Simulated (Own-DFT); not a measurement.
Simulation results for Si2SnGe13 (diamond-structure random alloy, strained, atoms displaced), SiGe3 (layered order of Si and Ge on the diamond lattice, atoms displaced)

A calculation, not a measurement: plane-wave density functional theory by an unreviewed code, no spin, of a simulated periodic cell, stress positive in tension, run twice, with PBE and with PBEsol, both on files made for PBE, so the change isn't that of files made for PBEsol, forces on such cells moved up to 12 meV/angstrom on a denser k mesh; the far tail of each file's local potential was reset to the Coulomb form; each entry is a single point on an unrelaxed cell, so the pressure reflects the starting lattice, mostly measured values (interpolated for alloys), from which strain is counted, and rises with the displacements; printed positions are rounded, which can move forces by about a meV/angstrom; the program, named Own-DFT, is a retired in-house code; no spin-orbit coupling; stress was not checked against mesh or cutoff. Program: Own-DFT development build.

Common to all runs: functional PBE, then PBEsol; potential files PseudoDojo norm-conserving, scalar-relativistic, standard set; occupations Fermi-Dirac; smearing width 0.1 eV; k mesh 3 x 3 x 3 centred on Gamma.

```json
{"entry": 1, "formula": "Si2SnGe13", "kind": "diamond-structure random alloy, strained, atoms displaced", "structure": {"cell_angstrom": [[11.2211, 0.0, 0.0], [0.0, 11.2211, 0.0], [0.0, 0.0, 11.3631]], "atoms_fractional": [["Ge", 0.00536, 0.00292, 0.00282], ["Ge", 0.00032, 0.24907, 0.24626], ["Ge", 0.26271, 0.00209, 0.24302], ["Ge", 0.24552, 0.24429, 0.99434], ["Ge", 0.12603, 0.12297, 0.1221], ["Ge", 0.12935, 0.3743, 0.38254], ["Ge", 0.37322, 0.11431, 0.37481], ["Sn", 0.37391, 0.37647, 0.12772], ["Ge", 0.99122, 0.00038, 0.50313], ["Ge", 0.99684, 0.25087, 0.74825], ["Si", 0.2551, 0.00052, 0.7466], ["Ge", 0.25208, 0.2564, 0.50521], ["Ge", 0.12917, 0.12227, 0.62466], ["Ge", 0.12217, 0.37225, 0.87121], ["Ge", 0.36699, 0.11877, 0.86711], ["Ge", 0.37536, 0.37595, 0.62666], ["Ge", 0.00417, 0.50264, 0.00183], ["Ge", 0.9975, 0.74969, 0.25584], ["Ge", 0.25203, 0.50067, 0.25497], ["Ge", 0.24646, 0.74936, 0.00533], ["Ge", 0.12624, 0.62358, 0.12873], ["Si", 0.12032, 0.87038, 0.37717], ["Ge", 0.36902, 0.61934, 0.37663], ["Si", 0.37763, 0.87666, 0.12507], ["Ge", 0.99745, 0.49989, 0.50297], ["Ge", 0.99871, 0.75127, 0.74966], ["Ge", 0.24559, 0.49749, 0.75484], ["Ge", 0.25101, 0.75039, 0.4979], ["Ge", 0.12463, 0.61958, 0.6207], ["Si", 0.12483, 0.87353, 0.87989], ["Ge", 0.37667, 0.63007, 0.87104], ["Ge", 0.37718, 0.87721, 0.62684], ["Sn", 0.50701, 0.99824, 0.00315], ["Ge", 0.50389, 0.25641, 0.24452], ["Ge", 0.75156, 0.00602, 0.24998], ["Ge", 0.75149, 0.24711, 0.98958], ["Ge", 0.62644, 0.12571, 0.12409], ["Si", 0.62183, 0.37392, 0.37694], ["Ge", 0.87631, 0.12517, 0.37829], ["Ge", 0.8801, 0.38193, 0.12357], ["Ge", 0.49705, 0.00694, 0.4968], ["Ge", 0.49625, 0.25274, 0.74421], ["Ge", 0.74479, 0.99688, 0.74803], ["Sn", 0.74806, 0.25482, 0.50418], ["Ge", 0.62165, 0.12771, 0.6289], ["Ge", 0.63054, 0.37454, 0.8814], ["Ge", 0.86601, 0.11739, 0.87229], ["Ge", 0.86598, 0.38019, 0.6203], ["Ge", 0.50143, 0.49263, 0.99179], ["Si", 0.49999, 0.75383, 0.24498], ["Si", 0.74992, 0.48981, 0.23857], ["Si", 0.74777, 0.74658, 0.99988], ["Ge", 0.62341, 0.62251, 0.12134], ["Ge", 0.6271, 0.88286, 0.37546], ["Ge", 0.86773, 0.63152, 0.37802], ["Ge", 0.87376, 0.87435, 0.12596], ["Ge", 0.49924, 0.50039, 0.48978], ["Ge", 0.5004, 0.75477, 0.7511], ["Ge", 0.74668, 0.50048, 0.74965], ["Ge", 0.75133, 0.74693, 0.50374], ["Ge", 0.62137, 0.62667, 0.6273], ["Ge", 0.62284, 0.8751, 0.87351], ["Sn", 0.86924, 0.62076, 0.87424], ["Ge", 0.87507, 0.87538, 0.62069]]}, "settings": {"wave_cutoff [hartree]": 49.0}, "results": {"PBE_pressure [GPa]": 6.58, "PBE_stress_xx [GPa]": -6.92, "PBE_stress_yy [GPa]": -6.81, "PBE_stress_zz [GPa]": -5.99, "PBE_stress_yz [GPa]": -0.65, "PBE_stress_xz [GPa]": -0.43, "PBE_stress_xy [GPa]": 0.22, "PBEsol_pressure [GPa]": 3.6, "PBEsol_stress_xx [GPa]": -3.94, "PBEsol_stress_yy [GPa]": -3.83, "PBEsol_stress_zz [GPa]": -3.01, "PBEsol_stress_yz [GPa]": -0.63, "PBEsol_stress_xz [GPa]": -0.41, "PBEsol_stress_xy [GPa]": 0.21, "force_element": ["Ge", "Ge", "Ge", "Ge", "Ge", "Ge", "Ge", "Sn", "Ge", "Ge", "Si", "Ge", "Ge", "Ge", "Ge", "Ge", "Ge", "Ge", "Ge", "Ge", "Ge", "Si", "Ge", "Si", "Ge", "Ge", "Ge", "Ge", "Ge", "Si", "Ge", "Ge", "Sn", "Ge", "Ge", "Ge", "Ge", "Si", "Ge", "Ge", "Ge", "Ge", "Ge", "Sn", "Ge", "Ge", "Ge", "Ge", "Ge", "Si", "Si", "Si", "Ge", "Ge", "Ge", "Ge", "Ge", "Ge", "Ge", "Ge", "Ge", "Ge", "Sn", "Ge"], "PBE_force_x [eV/angstrom]": [-0.935, 0.358, -1.974, -0.172, 0.368, -0.915, 0.087, -0.814, 1.739, -0.54, -1.468, 0.237, -0.396, -0.244, 0.683, 0.11, 0.927, 0.182, -1.707, 0.653, -0.263, 0.585, 1.093, -0.626, -0.323, 1.222, 0.545, -0.381, 0.218, 0.348, -0.409, -0.246, -1.715, 0.979, 0.216, 0.498, 1.418, -0.102, 0.489, -0.234, 0.785, 0.293, 0.083, -0.782, -0.781, -0.682, 1.471, 2.271, 0.11, -0.154, -0.851, -0.81, -0.015, -0.371, 0.303, -0.08, 0.232, -0.126, -1.377, -1.016, -0.229, 1.784, 0.843, -0.394], "PBE_force_y [eV/angstrom]": [-0.937, 0.173, -1.165, -0.045, 0.374, 0.1, 2.607, -0.231, -0.121, -0.417, -1.165, -1.407, 0.119, -0.119, 1.115, 0.965, -0.733, 0.098, 0.454, 0.537, 0.161, 1.044, 1.762, -1.688, 0.187, 0.709, 0.578, 0.181, 0.773, 0.455, -0.564, 0.105, 0.438, -1.962, -0.341, 0.11, 1.792, 1.034, -0.083, -1.315, -0.96, -0.188, -0.336, -1.177, -1.05, -0.376, 0.209, 1.197, 1.908, -0.371, 1.175, 1.336, 0.096, -0.969, -1.886, -0.121, -0.122, -0.258, -1.234, 0.846, -0.324, -1.563, 0.908, -0.32], "PBE_force_z [eV/angstrom]": [-0.769, 0.677, 0.382, -0.461, 0.693, -0.85, -0.194, -1.47, -0.673, -0.358, 0.26, -0.47, 0.191, 0.768, 0.129, -0.266, 0.199, -0.401, 0.498, -0.291, 0.528, -0.217, -0.64, 0.566, -0.836, -0.517, -0.604, 0.325, 0.698, -0.919, 0.563, -0.547, -0.687, 2.172, -0.038, 1.758, 1.074, -1.996, -1.179, -0.519, 0.967, 1.497, -0.468, -1.313, 0.367, -1.769, -0.154, 2.187, -0.145, 0.692, 1.807, 0.897, 0.249, -0.183, -1.054, -0.369, 1.132, -0.379, -1.156, -0.022, -0.417, -0.422, 0.505, 0.971], "PBEsol_force_x [eV/angstrom]": [-0.932, 0.35, -1.916, -0.179, 0.354, -0.876, 0.092, -0.778, 1.645, -0.514, -1.403, 0.221, -0.42, -0.229, 0.699, 0.1, 0.895, 0.136, -1.652, 0.63, -0.254, 0.567, 1.028, -0.662, -0.306, 1.149, 0.524, -0.337, 0.202, 0.31, -0.394, -0.196, -1.616, 0.924, 0.208, 0.468, 1.376, -0.141, 0.469, -0.173, 0.759, 0.284, 0.077, -0.713, -0.765, -0.662, 1.411, 2.204, 0.126, -0.107, -0.805, -0.804, -0.041, -0.334, 0.327, -0.048, 0.17, -0.121, -1.33, -0.963, -0.208, 1.701, 0.86, -0.388], "PBEsol_force_y [eV/angstrom]": [-0.875, 0.166, -1.056, -0.049, 0.368, 0.102, 2.511, -0.23, -0.093, -0.395, -1.109, -1.353, 0.161, -0.115, 1.138, 0.913, -0.723, 0.063, 0.448, 0.457, 0.152, 1.015, 1.667, -1.609, 0.186, 0.656, 0.555, 0.125, 0.74, 0.413, -0.558, 0.068, 0.466, -1.935, -0.332, 0.105, 1.737, 0.984, -0.093, -1.307, -0.931, -0.19, -0.32, -1.184, -1.014, -0.359, 0.219, 1.166, 1.853, -0.404, 1.177, 1.311, 0.056, -0.898, -1.789, -0.081, -0.08, -0.246, -1.203, 0.825, -0.309, -1.484, 0.835, -0.31], "PBEsol_force_z [eV/angstrom]": [-0.702, 0.654, 0.391, -0.451, 0.655, -0.818, -0.19, -1.425, -0.627, -0.343, 0.221, -0.453, 0.154, 0.745, 0.168, -0.257, 0.2, -0.419, 0.496, -0.277, 0.504, -0.208, -0.59, 0.516, -0.797, -0.54, -0.595, 0.343, 0.677, -0.864, 0.544, -0.562, -0.718, 2.064, -0.03, 1.689, 1.045, -1.923, -1.144, -0.546, 0.929, 1.435, -0.445, -1.223, 0.361, -1.71, -0.144, 2.127, -0.139, 0.717, 1.725, 0.879, 0.204, -0.152, -0.984, -0.318, 1.132, -0.366, -1.124, -0.022, -0.397, -0.45, 0.442, 0.937], "rms_change_of_force_components_from_PBE_to_PBEsol [eV/angstrom]": 0.041}}
{"entry": 2, "formula": "SiGe3", "kind": "layered order of Si and Ge on the diamond lattice, atoms displaced", "structure": {"cell_angstrom": [[11.2025, 0.0, 0.0], [0.0, 11.2025, 0.0], [0.0, 0.0, 11.2025]], "atoms_fractional": [["Ge", 0.00319, 0.9985, 0.99947], ["Ge", 0.00402, 0.24613, 0.24515], ["Ge", 0.24746, 0.00043, 0.25869], ["Ge", 0.24549, 0.24956, 0.99068], ["Ge", 0.12035, 0.12504, 0.1227], ["Ge", 0.12094, 0.37637, 0.3823], ["Ge", 0.36426, 0.13078, 0.38103], ["Ge", 0.38332, 0.37207, 0.12586], ["Ge", 0.00676, 0.00281, 0.49627], ["Si", 0.99932, 0.25145, 0.74223], ["Si", 0.25761, 0.00268, 0.74108], ["Ge", 0.25177, 0.25356, 0.50484], ["Ge", 0.12746, 0.11673, 0.6277], ["Si", 0.11862, 0.37784, 0.87903], ["Si", 0.37922, 0.13491, 0.87331], ["Ge", 0.37105, 0.37777, 0.62004], ["Ge", 0.9956, 0.50025, 0.00545], ["Ge", 0.00728, 0.75479, 0.2396], ["Ge", 0.25942, 0.5058, 0.25079], ["Ge", 0.2491, 0.75359, 0.00109], ["Ge", 0.12416, 0.61818, 0.1208], ["Ge", 0.12245, 0.87466, 0.36142], ["Ge", 0.37908, 0.61942, 0.37914], ["Ge", 0.37606, 0.86966, 0.11462], ["Ge", 0.99474, 0.50011, 0.49669], ["Si", 0.00362, 0.75365, 0.75039], ["Si", 0.25512, 0.50501, 0.73978], ["Ge", 0.25312, 0.75335, 0.49299], ["Ge", 0.12578, 0.61616, 0.62744], ["Si", 0.128, 0.87117, 0.87315], ["Si", 0.36965, 0.62296, 0.88008], ["Ge", 0.37616, 0.871, 0.63215], ["Ge", 0.50228, 0.9977, 0.00497], ["Ge", 0.498, 0.24802, 0.24507], ["Ge", 0.76138, 0.99782, 0.24586], ["Ge", 0.75057, 0.25193, 0.00561], ["Ge", 0.62467, 0.12586, 0.12289], ["Ge", 0.61644, 0.37337, 0.37786], ["Ge", 0.87344, 0.1328, 0.37706], ["Ge", 0.8693, 0.37973, 0.12029], ["Ge", 0.49749, 0.99198, 0.48819], ["Si", 0.50326, 0.24719, 0.75721], ["Si", 0.7501, 0.0019, 0.75672], ["Ge", 0.75771, 0.24628, 0.49262], ["Ge", 0.62636, 0.13192, 0.63127], ["Si", 0.62441, 0.37362, 0.87156], ["Si", 0.87506, 0.12449, 0.88254], ["Ge", 0.87439, 0.37852, 0.62078], ["Ge", 0.50725, 0.50122, 0.00191], ["Ge", 0.50037, 0.7522, 0.24697], ["Ge", 0.74685, 0.49866, 0.25027], ["Ge", 0.75029, 0.75298, 0.00467], ["Ge", 0.63055, 0.61962, 0.12712], ["Ge", 0.6279, 0.88254, 0.37286], ["Ge", 0.87984, 0.61876, 0.38783], ["Ge", 0.88245, 0.87687, 0.12841], ["Ge", 0.49832, 0.50691, 0.50294], ["Si", 0.49348, 0.75076, 0.75264], ["Si", 0.75522, 0.49659, 0.74352], ["Ge", 0.75237, 0.75079, 0.50266], ["Ge", 0.62787, 0.63271, 0.63508], ["Si", 0.62292, 0.88129, 0.87106], ["Si", 0.88046, 0.61836, 0.87595], ["Ge", 0.87619, 0.88399, 0.62661]]}, "settings": {"wave_cutoff [hartree]": 42.0}, "results": {"PBE_pressure [GPa]": 3.97, "PBE_stress_xx [GPa]": -4.1, "PBE_stress_yy [GPa]": -4.01, "PBE_stress_zz [GPa]": -3.8, "PBE_stress_yz [GPa]": -0.59, "PBE_stress_xz [GPa]": -0.2, "PBE_stress_xy [GPa]": 0.76, "PBEsol_pressure [GPa]": 1.25, "PBEsol_stress_xx [GPa]": -1.38, "PBEsol_stress_yy [GPa]": -1.29, "PBEsol_stress_zz [GPa]": -1.09, "PBEsol_stress_yz [GPa]": -0.56, "PBEsol_stress_xz [GPa]": -0.19, "PBEsol_stress_xy [GPa]": 0.72, "force_element": ["Ge", "Ge", "Ge", "Ge", "Ge", "Ge", "Ge", "Ge", "Ge", "Si", "Si", "Ge", "Ge", "Si", "Si", "Ge", "Ge", "Ge", "Ge", "Ge", "Ge", "Ge", "Ge", "Ge", "Ge", "Si", "Si", "Ge", "Ge", "Si", "Si", "Ge", "Ge", "Ge", "Ge", "Ge", "Ge", "Ge", "Ge", "Ge", "Ge", "Si", "Si", "Ge", "Ge", "Si", "Si", "Ge", "Ge", "Ge", "Ge", "Ge", "Ge", "Ge", "Ge", "Ge", "Ge", "Si", "Si", "Ge", "Ge", "Si", "Si", "Ge"], "PBE_force_x [eV/angstrom]": [0.0, -0.873, 0.753, 0.298, 1.405, 0.813, 1.345, -1.333, -0.706, -0.045, -0.096, -1.426, -0.002, 0.42, -0.422, 1.366, 0.289, -0.794, -0.978, -0.725, 0.861, 0.208, -0.081, -0.15, 1.582, -0.33, -0.355, -0.726, -0.427, 0.229, 0.595, 0.028, -0.247, 0.113, -1.014, -0.438, 0.538, 0.618, 1.56, 0.583, -0.42, -0.367, 0.126, -2.024, 0.092, 0.655, 0.104, 0.061, -0.535, 0.303, 0.557, 0.154, -0.453, 0.772, -1.297, -0.427, 1.126, 0.607, -0.608, -0.161, -0.258, 0.038, -0.645, 0.166], "PBE_force_y [eV/angstrom]": [-0.169, 1.385, 0.501, 0.439, -0.511, -0.194, -0.524, 0.49, -0.299, -0.278, -0.149, -0.232, 1.218, 0.134, -1.651, -0.189, -0.313, -1.962, -1.253, -1.098, 0.728, -0.206, 1.754, 0.933, -0.791, -0.746, -0.829, -0.443, 1.707, 0.912, 0.107, 0.243, 0.718, -0.672, 1.082, -0.153, -0.497, -0.043, -1.707, -0.603, 1.493, 1.265, 0.517, 1.542, -1.151, 0.296, 0.322, -0.903, -0.285, -0.52, -0.282, -0.214, 1.318, -1.272, 1.975, -0.3, -0.622, -0.368, 0.363, 0.507, -0.424, -0.871, 1.203, -0.427], "PBE_force_z [eV/angstrom]": [-0.901, 0.504, -1.981, 0.632, -0.086, -1.373, -0.827, -0.983, -0.339, 1.434, 2.142, 0.212, 0.015, -1.607, -0.002, 1.453, -1.25, 0.938, -0.125, -1.021, 0.534, 1.814, -0.725, 1.885, 1.644, 0.183, 2.232, 0.673, -0.681, -0.67, -0.779, -1.293, -1.579, 1.255, 0.651, -1.586, 0.693, -0.171, -1.388, 1.437, 1.974, -0.758, 0.01, 1.661, -0.737, -0.093, -1.097, 0.103, -0.991, 0.301, 1.236, -1.187, -0.063, -0.808, -2.73, -1.215, 0.866, 1.396, 1.512, 0.022, -0.168, 0.16, -0.761, 0.402], "PBEsol_force_x [eV/angstrom]": [0.002, -0.85, 0.705, 0.284, 1.344, 0.783, 1.295, -1.275, -0.686, -0.047, -0.093, -1.371, -0.013, 0.414, -0.443, 1.32, 0.284, -0.755, -0.937, -0.69, 0.827, 0.212, -0.086, -0.137, 1.529, -0.337, -0.355, -0.688, -0.433, 0.242, 0.581, 0.019, -0.24, 0.11, -0.983, -0.425, 0.517, 0.606, 1.514, 0.559, -0.406, -0.342, 0.134, -1.954, 0.11, 0.652, 0.11, 0.071, -0.511, 0.297, 0.534, 0.152, -0.443, 0.735, -1.263, -0.41, 1.07, 0.591, -0.59, -0.152, -0.247, 0.02, -0.624, 0.165], "PBEsol_force_y [eV/angstrom]": [-0.159, 1.332, 0.486, 0.42, -0.499, -0.191, -0.521, 0.478, -0.282, -0.275, -0.15, -0.222, 1.184, 0.141, -1.635, -0.191, -0.308, -1.875, -1.209, -1.062, 0.723, -0.187, 1.699, 0.893, -0.771, -0.741, -0.822, -0.44, 1.659, 0.904, 0.11, 0.232, 0.7, -0.631, 1.048, -0.141, -0.477, -0.039, -1.655, -0.584, 1.442, 1.239, 0.518, 1.5, -1.117, 0.304, 0.323, -0.877, -0.277, -0.509, -0.276, -0.216, 1.273, -1.232, 1.899, -0.288, -0.612, -0.361, 0.353, 0.487, -0.409, -0.86, 1.174, -0.421], "PBEsol_force_z [eV/angstrom]": [-0.787, 0.493, -1.906, 0.681, -0.07, -1.321, -0.805, -0.934, -0.327, 1.329, 2.027, 0.192, -0.071, -1.503, 0.089, 1.332, -1.133, 0.904, -0.114, -0.918, 0.528, 1.745, -0.704, 1.833, 1.589, 0.097, 2.101, 0.646, -0.731, -0.575, -0.678, -1.342, -1.466, 1.211, 0.637, -1.465, 0.674, -0.181, -1.348, 1.394, 1.902, -0.843, -0.076, 1.604, -0.772, -0.006, -0.995, 0.008, -0.882, 0.285, 1.178, -1.083, -0.054, -0.783, -2.629, -1.165, 0.816, 1.291, 1.401, 0.026, -0.24, 0.237, -0.67, 0.322], "rms_change_of_force_components_from_PBE_to_PBEsol [eV/angstrom]": 0.049}}
{"entry": 3, "formula": "SiGe3", "kind": "layered order of Si and Ge on the diamond lattice, atoms displaced", "structure": {"cell_angstrom": [[11.2025, 0.0, 0.0], [0.0, 11.2025, 0.0], [0.0, 0.0, 11.2025]], "atoms_fractional": [["Ge", 0.00556, 0.99286, 0.99838], ["Ge", 0.99752, 0.2462, 0.24243], ["Ge", 0.24859, 0.0029, 0.25468], ["Ge", 0.2479, 0.25666, 0.00148], ["Ge", 0.12162, 0.13331, 0.12819], ["Ge", 0.12384, 0.37606, 0.37865], ["Ge", 0.37197, 0.12788, 0.37364], ["Ge", 0.37615, 0.37792, 0.11896], ["Ge", 0.00431, 0.99959, 0.50001], ["Si", 0.99947, 0.24986, 0.74294], ["Si", 0.24748, 0.99541, 0.74666], ["Ge", 0.25012, 0.24077, 0.49526], ["Ge", 0.12476, 0.12507, 0.6301], ["Si", 0.12318, 0.36662, 0.87339], ["Si", 0.37692, 0.11817, 0.8716], ["Ge", 0.37958, 0.38241, 0.61808], ["Ge", 0.99704, 0.50374, 0.01595], ["Ge", 0.01529, 0.74943, 0.25543], ["Ge", 0.24788, 0.50514, 0.23971], ["Ge", 0.24915, 0.75407, 0.99322], ["Ge", 0.12403, 0.62054, 0.13274], ["Ge", 0.12197, 0.8636, 0.37642], ["Ge", 0.37597, 0.63097, 0.36946], ["Ge", 0.37527, 0.88116, 0.12305], ["Ge", 0.0045, 0.5091, 0.499], ["Si", 0.99985, 0.74471, 0.75013], ["Si", 0.25989, 0.49639, 0.7511], ["Ge", 0.24913, 0.74732, 0.50489], ["Ge", 0.12527, 0.63639, 0.62894], ["Si", 0.13069, 0.87926, 0.8814], ["Si", 0.37494, 0.61721, 0.87546], ["Ge", 0.36795, 0.88435, 0.62833], ["Ge", 0.49827, 0.99892, 0.00601], ["Ge", 0.49926, 0.2437, 0.26298], ["Ge", 0.7545, 0.99842, 0.25356], ["Ge", 0.74957, 0.25224, 0.99238], ["Ge", 0.61743, 0.1202, 0.13208], ["Ge", 0.62246, 0.37597, 0.37638], ["Ge", 0.8778, 0.11528, 0.37289], ["Ge", 0.86354, 0.37293, 0.12739], ["Ge", 0.49643, 0.99358, 0.50162], ["Si", 0.49466, 0.25309, 0.75303], ["Si", 0.74956, 0.99638, 0.75426], ["Ge", 0.75657, 0.25584, 0.50038], ["Ge", 0.62942, 0.12882, 0.62399], ["Si", 0.62655, 0.37051, 0.87926], ["Si", 0.8746, 0.13906, 0.8724], ["Ge", 0.87696, 0.36565, 0.62886], ["Ge", 0.50051, 0.5044, 0.99843], ["Ge", 0.50358, 0.74123, 0.24722], ["Ge", 0.74888, 0.50031, 0.2532], ["Ge", 0.7541, 0.74948, 0.0018], ["Ge", 0.62947, 0.61913, 0.12824], ["Ge", 0.62507, 0.88756, 0.37433], ["Ge", 0.88358, 0.61818, 0.37584], ["Ge", 0.87704, 0.8813, 0.12452], ["Ge", 0.50289, 0.50699, 0.51027], ["Si", 0.49875, 0.75455, 0.74988], ["Si", 0.74745, 0.48925, 0.74574], ["Ge", 0.75158, 0.74431, 0.5022], ["Ge", 0.62419, 0.62738, 0.62707], ["Si", 0.63165, 0.87749, 0.87042], ["Si", 0.87098, 0.61889, 0.86838], ["Ge", 0.88138, 0.87107, 0.63612]]}, "settings": {"wave_cutoff [hartree]": 42.0}, "results": {"PBE_pressure [GPa]": 4.09, "PBE_stress_xx [GPa]": -4.34, "PBE_stress_yy [GPa]": -3.82, "PBE_stress_zz [GPa]": -4.1, "PBE_stress_yz [GPa]": -0.31, "PBE_stress_xz [GPa]": 0.35, "PBE_stress_xy [GPa]": 0.08, "PBEsol_pressure [GPa]": 1.37, "PBEsol_stress_xx [GPa]": -1.61, "PBEsol_stress_yy [GPa]": -1.12, "PBEsol_stress_zz [GPa]": -1.39, "PBEsol_stress_yz [GPa]": -0.28, "PBEsol_stress_xz [GPa]": 0.33, "PBEsol_stress_xy [GPa]": 0.08, "force_element": ["Ge", "Ge", "Ge", "Ge", "Ge", "Ge", "Ge", "Ge", "Ge", "Si", "Si", "Ge", "Ge", "Si", "Si", "Ge", "Ge", "Ge", "Ge", "Ge", "Ge", "Ge", "Ge", "Ge", "Ge", "Si", "Si", "Ge", "Ge", "Si", "Si", "Ge", "Ge", "Ge", "Ge", "Ge", "Ge", "Ge", "Ge", "Ge", "Ge", "Si", "Si", "Ge", "Ge", "Si", "Si", "Ge", "Ge", "Ge", "Ge", "Ge", "Ge", "Ge", "Ge", "Ge", "Ge", "Si", "Si", "Ge", "Ge", "Si", "Si", "Ge"], "PBE_force_x [eV/angstrom]": [-0.571, -0.862, -0.587, 0.384, 1.05, 0.154, 0.328, 0.484, -0.246, 0.484, -0.37, -0.347, 0.25, -0.185, -0.586, -0.896, -0.54, -2.815, 1.25, 0.501, 0.193, 1.663, -0.421, -0.517, 0.29, 0.147, -1.544, 0.861, 0.502, -0.642, 0.111, 0.711, 0.695, 0.073, -0.533, -0.553, 1.219, 0.136, 0.242, 0.627, 0.17, 0.581, 0.737, -0.457, -0.572, -1.004, 0.541, 0.406, 0.725, 0.224, 0.229, -0.184, -0.063, -0.041, -1.037, 0.467, -0.153, -0.155, -0.14, 0.37, 0.523, -1.03, 0.394, -0.672], "PBE_force_y [eV/angstrom]": [2.132, 1.105, -0.46, -1.34, -1.494, -0.178, -1.625, -0.308, -0.688, -0.221, 1.115, 1.539, -0.265, 1.458, 0.673, -1.559, -0.906, -0.606, -1.523, -1.092, 1.781, 2.144, -1.04, -1.339, -1.468, 0.653, 0.007, 0.663, -1.812, -0.843, 1.442, -1.748, 0.06, 1.339, 0.34, -0.702, 0.667, 0.414, 1.478, -0.053, 1.71, -0.286, 1.272, -1.167, -0.378, 0.804, -2.079, 1.943, -0.626, 2.014, -0.382, -0.099, 0.59, -2.404, 1.337, -1.339, 0.037, -0.165, 0.458, 0.993, 0.241, -0.557, -0.089, 0.43], "PBE_force_z [eV/angstrom]": [-0.213, 1.596, -0.473, -1.0, -1.045, -0.909, 0.717, 0.979, 0.462, 1.551, 1.669, 1.111, -0.268, -0.244, 0.105, 0.94, -2.301, -1.411, 1.898, 0.805, -1.753, 1.343, 0.966, 0.795, 1.54, 1.845, 0.142, -0.601, 0.712, -2.011, -0.66, -0.177, -1.918, -1.621, -0.878, 1.197, -0.404, 0.764, 0.575, -0.125, 0.114, -0.014, -0.242, -0.959, 0.651, -1.279, -0.531, -0.48, -0.267, -0.071, 0.438, -0.854, -0.816, 0.131, -0.687, 0.422, -2.104, 0.698, 0.861, -0.442, 1.145, 0.914, 0.409, -0.738], "PBEsol_force_x [eV/angstrom]": [-0.575, -0.832, -0.558, 0.381, 1.013, 0.146, 0.312, 0.445, -0.241, 0.475, -0.361, -0.333, 0.247, -0.17, -0.574, -0.846, -0.52, -2.708, 1.202, 0.502, 0.179, 1.607, -0.404, -0.493, 0.282, 0.157, -1.516, 0.813, 0.505, -0.639, 0.125, 0.708, 0.668, 0.074, -0.52, -0.52, 1.168, 0.141, 0.236, 0.618, 0.167, 0.567, 0.75, -0.448, -0.55, -0.98, 0.509, 0.363, 0.71, 0.21, 0.22, -0.177, -0.07, -0.042, -0.994, 0.453, -0.148, -0.162, -0.137, 0.359, 0.504, -1.024, 0.378, -0.655], "PBEsol_force_y [eV/angstrom]": [2.079, 1.056, -0.437, -1.302, -1.438, -0.168, -1.571, -0.282, -0.669, -0.217, 1.092, 1.488, -0.265, 1.43, 0.646, -1.496, -0.881, -0.6, -1.462, -1.057, 1.714, 2.07, -1.0, -1.288, -1.416, 0.656, -0.016, 0.648, -1.754, -0.838, 1.426, -1.711, 0.054, 1.283, 0.333, -0.662, 0.631, 0.401, 1.428, -0.042, 1.661, -0.266, 1.266, -1.136, -0.36, 0.787, -2.033, 1.879, -0.622, 1.944, -0.382, -0.094, 0.574, -2.325, 1.291, -1.291, 0.023, -0.165, 0.439, 0.953, 0.225, -0.566, -0.086, 0.419], "PBEsol_force_z [eV/angstrom]": [-0.124, 1.541, -0.461, -0.893, -0.999, -0.884, 0.693, 0.941, 0.437, 1.423, 1.546, 1.058, -0.347, -0.163, 0.179, 0.849, -2.159, -1.351, 1.831, 0.85, -1.674, 1.301, 0.93, 0.763, 1.463, 1.733, 0.058, -0.591, 0.596, -1.89, -0.561, -0.26, -1.775, -1.563, -0.836, 1.241, -0.377, 0.743, 0.546, -0.118, 0.096, -0.091, -0.322, -0.918, 0.573, -1.171, -0.449, -0.546, -0.176, -0.062, 0.41, -0.763, -0.777, 0.124, -0.652, 0.406, -2.035, 0.614, 0.761, -0.419, 1.025, 0.984, 0.476, -0.785], "rms_change_of_force_components_from_PBE_to_PBEsol [eV/angstrom]": 0.05}}
```
